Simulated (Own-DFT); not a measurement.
# Computed records: SiC (3C silicon carbide, atoms displaced), GaN (wurtzite, strained, atoms displaced)

Computed with Own-DFT development build. A calculation, not a measurement: plane-wave PBE density functional theory by an unreviewed code, no spin, of a simulated periodic cell, stress positive in tension, free energy of the whole cell less one offset for each atom, forces on such cells passed a denser k mesh, this cell's mesh not checked; offsets are fitted by least squares, one for each functional and potential file, so energies compare only between cells with the same atoms and settings and are not formation energies; the far tail of each file's local potential was reset to the Coulomb form; each entry is a single point on an unrelaxed cell, so the pressure reflects the starting lattice, mostly measured values (interpolated for alloys), from which strain is counted, and rises with the displacements; printed positions are rounded, which can move forces by about a meV/angstrom; the program, named Own-DFT, is a retired in-house code; no spin-orbit coupling.

Common to all runs: functional PBE.

(1) 
```xyz
64
Lattice="8.7192 0.0000 0.0000 0.0000 8.7192 0.0000 0.0000 0.0000 8.7192" Properties=species:S:1:pos:R:3:force_x:R:1:force_y:R:1:force_z:R:1 formula=SiC potential_files=PseudoDojo_norm-conserving,scalar-relativistic,standard_set wave_cutoff=42 occupations=Fermi-Dirac smearing_width=0.1 hardware=one_NVIDIA_H100 k_mesh=4_x_4_x_4_centred_on_Gamma free_energy_of_cell_above_offsets=13.165 pressure=12.03 stress_xx=-13.05 stress_yy=-11.29 stress_zz=-11.75 stress_yz=-1.69 stress_xz=1.55 stress_xy=-1.61 wall_time=390.8
Si     8.7026     8.6715     0.1323       0.57      4.039     -2.279
Si     0.1026     2.3152     2.1094     -0.095      -4.99      3.581
Si     2.0614     8.5460     2.2658      4.702       5.37     -2.932
Si     2.2220     2.2411     0.1298     -3.018     -2.808     -1.518
C      1.0848     1.1576     1.1281      0.754     -1.692     -0.436
C      1.1880     3.2237     3.2407     -1.355      3.063      0.498
C      3.3105     1.0533     3.2571     -0.171     -0.136      0.798
C      3.2981     3.2052     1.0039      2.104      4.557      3.345
Si     8.5124     8.5343     4.2979      4.081      4.541     -1.316
Si     8.6035     2.2841     6.5512      2.968     -4.543      2.357
Si     2.1068     8.6847     6.5061      0.857      2.739      0.883
Si     2.0961     2.1726     4.3343      2.547     -2.075      1.708
C      1.1322     1.1925     5.6497      -2.21     -0.298     -3.464
C      1.2220     3.2197     7.6649     -4.129      1.753       0.15
C      3.1741     1.3008     7.7113      2.296     -4.752      -2.08
C      3.2159     3.3996     5.4334      0.075     -2.022      0.127
Si     8.6735     4.2777     0.0103      4.351       3.29     -1.596
Si     8.6724     6.5922     2.1497      -1.74     -1.973      1.121
Si     2.2590     4.4499     2.1530     -0.546     -1.777      0.885
Si     2.2254     6.5886     8.6242     -0.233     -0.341      1.413
C      1.0557     5.4381     1.2220      0.023      0.872     -3.193
C      0.9685     7.6427     3.1646      0.548     -2.593      3.902
C      3.2937     5.6217     3.3879     -0.246     -3.475     -5.166
C      3.4617     7.6791     0.9829     -5.221     -1.681      1.314
Si     0.0733     4.3934     4.5061     -0.994      0.373     -2.464
Si     8.6669     6.4999     6.5645      0.353      3.472     -1.381
Si     2.1927     4.3345     6.6184      0.651      2.557     -0.324
Si     2.2361     6.4700     4.3624      -3.71      4.596      1.531
C      1.0844     5.6341     5.5023      1.052     -3.854      0.572
C      1.0149     7.7482     7.6386      0.182     -3.031      0.314
C      3.3930     5.4754     7.6860     -1.194      0.101     -1.361
C      3.1914     7.6700     5.4028      1.023      1.033      0.336
Si     4.4236     8.6908     8.6464     -0.945      1.618     -2.133
Si     4.3953     2.2021     2.1361     -1.104     -2.265      0.225
Si     6.4380     8.6719     2.2315     -1.639     -0.441     -2.465
Si     6.5386     2.3816     0.1568     -0.788     -5.684     -2.158
C      5.3552     1.0647     0.8944      3.033      2.596      4.644
C      5.4558     3.3612     3.1552     -1.712     -1.792      2.379
C      7.5749     0.8649     3.1570      1.305      5.852      1.783
C      7.8285     3.2487     1.0832     -5.989      1.876       0.06
Si     4.5968     8.6957     4.4046     -4.439     -0.835      -3.13
Si     4.2859     2.3053     6.6537     -0.752      -2.61     -3.153
Si     6.6129     0.0444     6.6661     -3.731     -3.817     -6.354
Si     6.4862     2.3796     4.4857     -0.896     -3.805     -3.596
C      5.5729     1.0090     5.3988     -0.188      3.685      3.333
C      5.3197     3.3213     7.7130      7.377      -4.92     -3.677
C      7.4469     1.0008     7.6344      5.994      6.828      5.222
C      7.6389     3.2303     5.4780     -0.299      3.596      1.321
Si     4.4568     4.2421     8.6239     -6.873       7.85      7.295
Si     4.1938     6.4058     1.9958       1.33       4.09      4.023
Si     6.4493     4.3767     2.1090       3.92      1.196      3.177
Si     6.6984     6.5148     8.5741     -4.992      4.494      5.824
C      5.5191     5.6133     1.3267      2.114     -3.121     -6.881
C      5.4658     7.4576     3.2489     -1.157       1.72     -0.206
C      7.6035     5.4684     3.4720      2.016     -1.712     -3.718
C      7.5944     7.7553     1.0926     -0.749      -4.11     -0.147
Si     4.1802     4.4307     4.3348      5.083     -0.046      1.016
Si     4.3603     6.8191     6.4864     -0.603     -6.193     -1.246
Si     6.5050     4.2976     6.8437     -0.976      1.279     -7.376
Si     6.5527     6.5380     4.4272      -1.76     -1.299     -2.188
C      5.4863     5.4911     5.3643     -2.511     -1.678       3.26
C      5.4899     7.5658     7.5454      1.427      2.249      2.046
C      7.5358     5.5115     7.5598      4.243     -3.956      0.673
C      7.5593     7.6216     5.3170     -0.015      -0.96      6.819
```

Units: wave_cutoff in hartree; smearing_width, free_energy_of_cell_above_offsets in eV; pressure, stress_xx, stress_yy, stress_zz, stress_yz, stress_xz, stress_xy in GPa; wall_time in s; force_x, force_y, force_z in eV/Å.

(2) 
```xyz
96
Lattice="12.7560 0.1913 0.0000 -4.6592 8.2135 0.0000 0.0000 0.0000 10.3700" Properties=species:S:1:pos:R:3:force_x:R:1:force_y:R:1:force_z:R:1 formula=GaN potential_files=PseudoDojo_norm-conserving,scalar-relativistic,standard_set_with_the_stringent_files_for_Ga wave_cutoff=96 occupations=Gaussian smearing_width=0.01 k_mesh=3_x_4_x_3_centred_on_Gamma free_energy_of_cell_above_offsets=-3.332 pressure=7.53 stress_xx=-8.46 stress_yy=-7.02 stress_zz=-7.09 stress_yz=-0.5 stress_xz=-0.15 stress_xy=3.6
Ga     0.0869     1.8708     0.0198     -0.913     -0.006     -0.253
Ga     1.6642     0.9051     2.5296     -0.877      -0.17      1.122
N      0.0241     1.8546     1.9518     -0.538     -0.504     -0.018
N      1.6216     0.9241     4.5759      0.902     -0.042     -0.738
Ga     0.0998     1.9056     5.1395     -0.677     -0.862      0.823
Ga     1.7030     0.9610     7.8584     -1.058     -0.397     -0.864
N      0.1151     1.7961     7.1802     -1.515      0.202     -0.775
N      1.5992     0.9737     9.7239      0.848     -0.352      1.182
Ga    -1.5283     4.5818    10.3250     -0.718     -0.001      0.921
Ga     0.0996     3.6611     2.5603     -1.334      0.036      0.743
N     -1.5664     4.6443     2.0106      0.156     -1.928      -1.05
N      0.1405     3.7660     4.5445     -2.777     -1.301      -0.53
Ga    -1.4950     4.6479     5.2412     -0.265     -0.813     -1.239
Ga    -0.0186     3.6064     7.8102      1.714      0.575      -2.21
N     -1.4758     4.6689     7.1436     -1.453     -1.681      0.278
N      0.0404     3.7101     9.6269      -0.24     -0.356      2.618
Ga    -3.1492     7.2609     0.0248      3.348      3.078      0.427
Ga    -1.4377     6.4178     2.5398     -1.561      0.649      0.625
N     -3.1758     7.2363     1.8685      1.636      0.954      2.302
N     -1.4883     6.5141     4.5201      0.588      -2.46     -1.035
Ga    -2.9951     7.2607     5.1587     -2.809      1.902      0.962
Ga    -1.5512     6.4137     7.7879      1.322      1.183      0.767
N     -3.0335     7.3779     7.1514     -1.215     -0.966     -0.352
N     -1.5571     6.4536     9.7814      0.877     -0.955     -0.645
Ga     3.2036     1.9517     0.0120     -0.046     -0.897       0.17
Ga     4.8945     0.9797     2.5204     -1.513       0.93      1.488
N      3.1462     1.9672     1.9735      1.534      -1.75     -0.672
N      4.8509     1.0062     4.5863     -0.162     -0.002     -0.944
Ga     3.2651     1.8603     5.3252     -0.358      0.729     -2.716
Ga     4.7434     0.9318     7.7663      2.144      0.534      0.804
N      3.2453     1.8400     7.1908     -0.513      0.958      0.278
N      4.7365     0.9615     9.7369      0.794     -0.264       0.41
Ga     1.5850     4.6571    10.2994      1.163     -0.828      0.996
Ga     3.2848     3.7351     2.5548     -0.623      0.606      1.848
N      1.6067     4.5752     2.0551      1.248      1.895     -2.044
N      3.3096     3.7692     4.5833     -1.439     -0.927     -0.487
Ga     1.5813     4.6430     5.1613      3.329      1.067      1.188
Ga     3.2462     3.6614     7.8041      0.396      1.649     -0.185
N      1.6873     4.6231     7.1733     -0.891      0.103     -0.108
N      3.3148     3.7541     9.7889     -1.264      0.449     -0.586
Ga     0.0694     7.2726     0.0587     -0.139      1.506       -0.9
Ga     1.6583     6.5499     2.5883      2.202     -2.267      1.005
N      0.1388     7.3325     2.0127     -1.478      1.213     -1.338
N      1.7329     6.5181     4.5211     -1.422     -0.583      0.336
Ga     0.0120     7.3699     5.1622      2.525      1.045      0.341
Ga     1.7619     6.5838     7.7441     -2.088     -2.215      0.384
N      0.0745     7.3928     7.1074      0.049     -1.225      0.276
N      1.6397     6.4474     9.7246      0.923      0.879      0.161
Ga     6.4220     1.9365    10.3226     -2.085      0.182     -0.292
Ga     7.9909     1.0509     2.5600       0.48      -0.38      1.156
N      6.4561     1.8930     1.8721     -0.683      0.853      0.601
N      7.8961     1.0379     4.6307       2.72     -0.344     -2.258
Ga     6.4796     2.0205     5.1801      -2.12     -1.502      0.857
Ga     8.0110     1.1121     7.7723     -0.388     -1.491      0.084
N      6.4543     1.9056     7.0898     -1.183      0.935      1.279
N      7.9026     1.0320     9.7512      2.298     -0.651     -0.728
Ga     4.8352     4.7022     0.0973      0.215      0.143     -1.434
Ga     6.4693     3.7670     2.5469     -1.138     -0.732      1.453
N      4.8579     4.6827     1.9790      0.205     -0.245      0.215
N      6.3604     3.7233     4.5958      1.804      2.303     -1.685
Ga     4.8321     4.6465     5.2357     -0.179      0.999     -1.437
Ga     6.4599     3.8496     7.7402     -1.859     -1.411      0.395
N      4.8365     4.7180     7.0692       0.07     -0.372       2.36
N      6.3539     3.7642     9.7176      1.169      0.615      0.172
Ga     3.2722     7.4080     0.0726      0.081     -0.282     -0.903
Ga     4.9478     6.4972     2.5893     -0.176       0.48     -0.087
N      3.3315     7.4045     2.0022     -0.418      0.153     -0.413
N      4.9017     6.5714     4.4780     -0.625     -0.832      0.975
Ga     3.2490     7.4273     5.1595      0.646      -0.45      0.454
Ga     4.8747     6.5962     7.7267        0.7     -2.026      1.171
N      3.3097     7.3227     7.1680     -0.062       2.75     -1.206
N      4.9432     6.5318     9.7738     -1.183     -0.071     -0.739
Ga     9.5830     1.9721    10.3389     -0.268     -0.776     -0.447
Ga    11.0481     1.1106     2.5056      2.539     -0.425      1.375
N      9.5779     2.0603     1.8810     -1.016     -0.726      0.431
N     11.2342     1.0566     4.5416     -0.072      0.471     -0.827
Ga     9.6276     1.8656     5.1910     -0.441      0.452     -1.192
Ga    11.1683     1.0033     7.7921      1.005      1.076     -0.782
N      9.5918     1.8535     7.0298      0.466      1.762      2.657
N     11.2130     1.1066     9.7169     -0.347      0.197      0.269
Ga     7.9980     4.6842     0.0553      -0.34      0.742      -0.65
Ga     9.5918     3.7946     2.6051      0.525      1.398      0.798
N      7.9751     4.7154     1.9946      0.946      0.165     -0.394
N      9.5717     3.7614     4.6487      2.323     -0.204     -1.323
Ga     8.1148     4.7127     5.1630     -2.532      0.434      0.792
Ga     9.5897     3.8577     7.8255      0.246     -0.586     -1.494
N      7.9560     4.7948     7.2143      2.072     -0.614     -1.243
N      9.5616     3.7553     9.7255       0.71       1.22      0.216
Ga     6.4569     7.4887    10.3245      1.172     -0.041      0.968
Ga     8.0500     6.5638     2.6520       0.11      0.217     -1.472
N      6.5163     7.4921     1.9403     -0.793      -0.25     -0.323
N      8.0928     6.5335     4.4942      0.345      0.008      1.836
Ga     6.4453     7.4061     5.1415      1.058      0.671     -0.003
Ga     8.0718     6.5560     7.8277      0.298       1.65      0.003
N      6.4380     7.4458     7.0788      1.122     -0.272      0.668
N      8.2016     6.6741     9.8268     -5.229     -3.577     -2.619
```

Units: wave_cutoff in hartree; smearing_width, free_energy_of_cell_above_offsets in eV; pressure, stress_xx, stress_yy, stress_zz, stress_yz, stress_xz, stress_xy in GPa; force_x, force_y, force_z in eV/Å.

(3) 
```xyz
96
Lattice="12.7560 0.0000 0.0000 -4.7835 8.2853 0.1243 0.0000 0.1556 10.3700" Properties=species:S:1:pos:R:3:force_x:R:1:force_y:R:1:force_z:R:1 formula=GaN potential_files=PseudoDojo_norm-conserving,scalar-relativistic,standard_set_with_the_stringent_files_for_Ga wave_cutoff=96 occupations=Gaussian smearing_width=0.01 k_mesh=3_x_4_x_3_centred_on_Gamma free_energy_of_cell_above_offsets=-4.511 pressure=7.22 stress_xx=-7.78 stress_yy=-5.41 stress_zz=-8.47 stress_yz=3.22 stress_xz=0.9 stress_xy=-0.21
Ga     0.0147     1.8072     0.0272     -0.764      0.973      0.076
Ga     1.6441     1.0070     2.6597      -1.12     -1.305      0.139
N      0.0125     1.8630     2.1174      0.529      1.068      -1.86
N      1.5921     0.9694     4.6040      0.492      0.878     -0.436
Ga    -0.0268     1.9333     5.2564      0.612     -0.487     -0.165
Ga     1.6029     0.9779     7.7314      0.204      0.923      0.477
N      0.0149     1.8777     7.1478      0.062      1.204       0.95
N      1.5788     1.1242     9.8088      0.874      -1.38     -1.124
Ga    -1.6057     4.6179     0.0899      0.911     -0.281     -0.487
Ga     0.0171     3.8213     2.5855     -1.265     -1.596      1.662
N     -1.6256     4.6994     2.0389       0.43      -0.76     -0.241
N      0.0579     3.7394     4.7024     -1.429      1.027     -1.611
Ga    -1.5784     4.7775     5.3533     -0.236     -2.658     -2.098
Ga     0.1030     3.9225     7.7933      -3.14     -3.082      0.479
N     -1.5890     4.7060     7.1679      0.638      1.011      2.227
N      0.0197     3.8294     9.6790     -0.015      0.218      2.238
Ga    -3.1921     7.3325     0.1384     -0.086      0.407      -0.66
Ga    -1.5755     6.4796     2.7263     -0.463      0.242     -0.743
N     -3.2184     7.3176     2.0376      1.828      1.816      0.497
N     -1.6186     6.4784     4.6305      0.431      1.225     -0.146
Ga    -3.1202     7.4813     5.2916     -1.199     -0.686     -0.153
Ga    -1.6162     6.5932     7.9304      1.007     -0.608     -0.136
N     -3.1528     7.4059     7.1903     -0.611      0.452      1.078
N     -1.5061     6.6364     9.8758      -1.85     -0.653     -0.553
Ga     3.2122     1.7918     0.0283     -0.321      0.351      0.442
Ga     4.8346     0.9313     2.7515     -0.222      0.492     -2.205
N      3.1692     1.8136     2.0140      1.724      0.759     -0.471
N      4.7963     0.9567     4.6006      0.206      0.122      0.681
Ga     3.2061     1.9658     5.1886     -0.186     -1.208      0.582
Ga     4.8351     0.9996     7.8222     -1.584      0.219     -0.743
N      3.2368     2.0121     7.1160     -0.338     -0.605      1.227
N      4.7483     1.0097     9.7337      1.042        1.1      0.547
Ga     1.7333     4.5678     0.0759     -2.791      1.052     -0.336
Ga     3.1800     3.7094     2.6595     -0.406     -0.618     -0.769
N      1.5585     4.6193     1.9919      1.669      1.394      0.169
N      3.1427     3.7027     4.5347      0.745      1.901       0.98
Ga     1.5674     4.7109     5.2025      1.025     -0.209      0.799
Ga     3.1436     3.8448     7.8814      0.076     -0.811     -0.707
N      1.5469     4.7400     7.2334      3.061      1.862     -1.467
N      3.2392     3.8709     9.8395     -0.314     -1.973     -0.908
Ga    -0.0013     7.3654     0.1822       0.87     -0.333     -1.626
Ga     1.6164     6.5975     2.6879      -0.25     -1.525      0.035
N      0.0038     7.3604     2.0126       0.03      1.013      2.244
N      1.5672     6.5766     4.6455       0.97     -0.604     -0.525
Ga    -0.0167     7.3515     5.2983     -0.226      1.337      0.761
Ga     1.6212     6.6342     7.9076     -0.792     -1.219     -0.732
N      0.0121     7.4648     7.2559     -0.491     -0.115     -0.212
N      1.5805     6.6128     9.7724      0.728      0.041      1.871
Ga     6.3842     1.8432     0.0846     -0.649      0.017     -0.982
Ga     8.0209     0.9158     2.5465     -0.171      1.611      1.072
N      6.4686     1.9677     1.9723      -0.97     -1.817      0.401
N      7.9601     1.0212     4.4997      0.372     -0.782      0.207
Ga     6.4521     1.8784     5.2799     -0.829      0.259     -1.478
Ga     7.9252     0.9791     7.8427      0.987      0.936     -1.107
N      6.3376     1.8693     7.1165       1.14        1.2      1.846
N      7.9769     1.0265     9.7818     -0.589      1.429     -0.637
Ga     4.7485     4.7349    10.4083      1.929      0.472      0.885
Ga     6.4043     3.6997     2.7030      0.207      0.852     -0.545
N      4.7806     4.5565     2.0608     -0.015      0.453      -0.92
N      6.4135     3.7379     4.6000     -0.232     -0.101      0.853
Ga     4.8490     4.7023     5.1861     -1.204     -0.734      1.076
Ga     6.3723     3.8071     7.8703      0.069     -0.433     -2.059
N      4.7353     4.7206     7.2998      0.913      0.284     -1.664
N      6.3918     3.8293     9.6958     -0.277     -0.471      2.509
Ga     3.1955     7.4208     0.1341     -0.174     -2.297     -0.414
Ga     4.7184     6.3976     2.6586      0.727      0.401     -0.291
N      3.2001     7.4583     2.0609     -0.288     -1.511     -0.371
N      4.7901     6.5165     4.5591      -0.48      0.089      1.222
Ga     3.2144     7.4796     5.3076     -0.095     -0.286     -0.982
Ga     4.7867     6.5805     7.8568      0.459      0.102     -0.053
N      3.1578     7.4531     7.1945      0.954      0.541      0.767
N      4.7686     6.5569     9.8150     -0.259      0.821      0.132
Ga     9.5366     1.9725    10.3416      1.435      0.249      0.827
Ga    11.1998     0.9855     2.5575     -0.894     -1.304      1.528
N      9.5827     1.8542     2.0529      0.184      1.059     -1.442
N     11.2312     0.9390     4.6824     -1.157      0.377     -2.097
Ga     9.5846     1.8427     5.1686       0.37      0.908      0.159
Ga    11.1111     1.0084     7.7414      0.861      1.766      0.116
N      9.5700     1.9512     7.1170     -1.157      0.268      1.062
N     11.1843     1.0466     9.6680     -0.706      0.382       1.21
Ga     7.9978     4.4950     0.0748     -1.595      2.132      0.593
Ga     9.5020     3.8079     2.6038      1.647     -1.755      1.645
N      7.9860     4.6569     2.0610     -1.468      0.739     -0.822
N      9.5661     3.7567     4.6653      0.583      0.217     -0.938
Ga     7.9950     4.6935     5.2236      0.182      0.142       0.53
Ga     9.5879     3.9041     7.7878      0.279     -2.206       0.69
N      8.0146     4.7043     7.2451     -1.679      0.968     -0.852
N      9.5322     3.8641     9.8525      1.562     -0.911     -1.343
Ga     6.3426     7.3610     0.1208      0.189      -0.24     -0.086
Ga     8.0521     6.5653     2.7406     -2.659     -1.249     -1.239
N      6.2685     7.3316     2.0444      1.483      0.904      0.317
N      7.9132     6.5880     4.5873      2.538     -1.601      1.025
Ga     6.4270     7.3658     5.2457     -1.554       1.54      0.806
Ga     7.9373     6.5806     7.9281      0.239     -0.094     -0.929
N      6.4274     7.5865     7.1973     -0.834     -3.095      0.061
N      7.9377     6.6080     9.8228       0.56     -0.602      0.666
```

Units: wave_cutoff in hartree; smearing_width, free_energy_of_cell_above_offsets in eV; pressure, stress_xx, stress_yy, stress_zz, stress_yz, stress_xz, stress_xy in GPa; force_x, force_y, force_z in eV/Å.
